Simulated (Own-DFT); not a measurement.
Simulation results for SiC (4H silicon carbide, atoms displaced)

A calculation, not a measurement: plane-wave PBE density functional theory by an unreviewed code, no spin, of a simulated periodic cell, stress positive in tension, free energy of the whole cell less one offset for each atom, forces on such cells passed a denser k mesh, this cell's mesh not checked; offsets are fitted by least squares, one for each functional and potential file, so energies compare only between cells with the same atoms and settings and are not formation energies; the far tail of each file's local potential was reset to the Coulomb form; each entry is a single point on an unrelaxed cell, so the pressure reflects the starting lattice, mostly measured values (interpolated for alloys), from which strain is counted, and rises with the displacements; printed positions are rounded, which can move forces by about a meV/angstrom; the program, named Own-DFT, is a retired in-house code; no spin-orbit coupling. Program: Own-DFT development build.

## SiC (4H silicon carbide, atoms displaced)

```
cell vectors (Å)
   9.2481     0.0000     0.0000
  -4.6241     8.0091     0.0000
   0.0000     0.0000    10.0681
atoms (fractions of the cell vectors)
Si  0.00275  0.00425  0.40467
Si  0.11291  0.22253  0.15910
C   0.00214  0.00283  0.08651
C   0.11475  0.22584  0.34609
Si  0.99897  0.32488  0.40703
Si  0.11698  0.55464  0.15491
C   0.99928  0.33476  0.09692
C   0.10779  0.55192  0.33970
Si  0.99963  0.66551  0.40924
Si  0.10734  0.88467  0.15699
C   0.00293  0.67272  0.09291
C   0.10818  0.88883  0.34583
Si  0.33418  0.00124  0.40625
Si  0.44590  0.21861  0.15933
C   0.33251  0.99464  0.09820
C   0.44822  0.22692  0.34132
Si  0.33166  0.33539  0.40624
Si  0.44407  0.55343  0.15395
C   0.33628  0.33251  0.08931
C   0.45083  0.56236  0.34684
Si  0.33180  0.66654  0.40760
Si  0.44322  0.88316  0.15548
C   0.33726  0.67553  0.09750
C   0.43974  0.88453  0.33769
Si  0.66823  0.00091  0.40772
Si  0.78201  0.22302  0.16001
C   0.66919  0.00021  0.09556
C   0.78649  0.22621  0.33790
Si  0.66568  0.33151  0.40337
Si  0.78546  0.55845  0.16048
C   0.66603  0.33016  0.09848
C   0.77863  0.54889  0.34460
Si  0.66204  0.66096  0.40144
Si  0.78257  0.89689  0.15405
C   0.66948  0.66448  0.09615
C   0.77673  0.88906  0.33946
Si  0.00379  0.99479  0.90569
Si  0.88714  0.76952  0.65771
C   0.00268  0.01291  0.59287
C   0.87871  0.76578  0.84142
Si  0.99205  0.66474  0.91073
Si  0.89082  0.44562  0.65832
C   0.99884  0.66226  0.59559
C   0.89434  0.43924  0.83943
Si  0.99994  0.33365  0.90642
Si  0.88756  0.11352  0.65382
C   0.99422  0.32679  0.58956
C   0.88971  0.10901  0.84421
Si  0.66275  0.99735  0.90792
Si  0.55502  0.77564  0.65738
C   0.66647  0.99808  0.59738
C   0.56053  0.78410  0.84263
Si  0.67436  0.67257  0.90109
Si  0.55644  0.44898  0.65962
C   0.67054  0.67050  0.59276
C   0.56380  0.45607  0.84238
Si  0.66490  0.32990  0.90590
Si  0.55874  0.10938  0.65856
C   0.66851  0.33670  0.59531
C   0.55646  0.11593  0.84302
Si  0.33321  0.00416  0.90358
Si  0.21815  0.77640  0.65804
C   0.34109  0.00943  0.59299
C   0.22301  0.77657  0.83970
Si  0.33432  0.66745  0.91250
Si  0.22649  0.44730  0.66496
C   0.33636  0.66452  0.59339
C   0.22069  0.44041  0.84497
Si  0.33042  0.33431  0.91207
Si  0.22033  0.11067  0.65517
C   0.33813  0.33101  0.59960
C   0.22123  0.11466  0.84652
```

* functional: PBE
* potential files: PseudoDojo norm-conserving, scalar-relativistic, standard set
* wave cutoff: 42 hartree
* occupations: Fermi-Dirac
* smearing width: 0.1 eV
* hardware: one NVIDIA H100
* k mesh: 4 x 4 x 3 centred on Gamma
* free energy of cell above offsets: -9.850 eV
* pressure: 4.06 GPa
* stress xx: -3.14 GPa
* stress yy: -2.92 GPa
* stress zz: -6.13 GPa
* stress yz: -0.38 GPa
* stress xz: -0.19 GPa
* stress xy: -0.61 GPa
* wall time: 359.2 s

Force:
```tsv
element	x (eV/Å)	y (eV/Å)	z (eV/Å)
Si	-0.566	-0.868	0.494
Si	0.003	0.142	-1.08
C	0.329	-0.306	1.901
C	0.315	-0.678	-0.79
Si	-0.655	1.902	-0.304
Si	-1.388	0.483	0.316
C	0.992	0.001	-0.889
C	0.569	0.184	1.318
Si	0.135	-0.278	-0.636
Si	0.277	1.445	0.134
C	0.55	-1.539	0.361
C	0.362	-0.066	0.036
Si	0.086	0.004	-0.435
Si	-0.176	0.088	-1.015
C	-0.38	0.536	-1.074
C	-0.761	-0.739	0.942
Si	1.317	0.513	0.947
Si	0.707	0.715	0.559
C	-0.49	-0.089	2.225
C	-1.652	-1.758	-1.083
Si	-0.058	-0.168	-0.5
Si	0.129	2.443	0.403
C	0.704	-2.805	-1.109
C	0.395	0.818	1.998
Si	-0.393	-0.298	-0.705
Si	-0.785	-0.286	-1.555
C	-0.783	0.176	-0.499
C	-1.148	-1.224	2.268
Si	0.833	-0.02	1.008
Si	-0.965	-0.852	-0.799
C	0.505	0.591	-0.931
C	-0.501	1.259	0.337
Si	1.729	1.514	0.893
Si	0.278	-1.586	-0.091
C	-0.215	0.862	-0.74
C	0.56	0.212	0.968
Si	-1.559	0.462	-1.043
Si	-0.517	1.741	-1.035
C	0.897	-2.373	-0.099
C	2.368	2.422	0.05
Si	1.701	-0.494	-1.455
Si	-0.019	-1.171	-1.18
C	0.143	0.754	-0.33
C	-1.641	0.918	1.738
Si	0.534	-1.146	0.323
Si	0.151	-0.417	1.271
C	0.594	1.727	1.059
C	-0.171	-0.084	0.126
Si	0.712	1.394	-0.138
Si	0.268	0.46	-0.392
C	-0.217	-0.048	-0.949
C	-0.536	-1.376	0.685
Si	-2.31	-1.052	2.172
Si	0.806	-0.431	-0.898
C	-0.365	-0.579	-0.407
C	-0.552	-1.93	1.053
Si	0.228	1.409	0.375
Si	-0.535	1.15	-0.584
C	0.156	-0.454	-0.341
C	0.079	-1.175	0.547
Si	0.337	-0.726	0.719
Si	1.221	0.621	-1.003
C	-0.594	-1.795	0.184
C	-0.753	0.247	1.789
Si	0.081	0.145	-1.551
Si	-0.224	-1.127	-2.316
C	-1.047	0.257	0.471
C	-0.136	1.163	1.51
Si	1.201	0.277	-2.139
Si	0.395	0.511	0.507
C	-1.266	0.87	-0.955
C	0.705	-0.48	-0.64
```
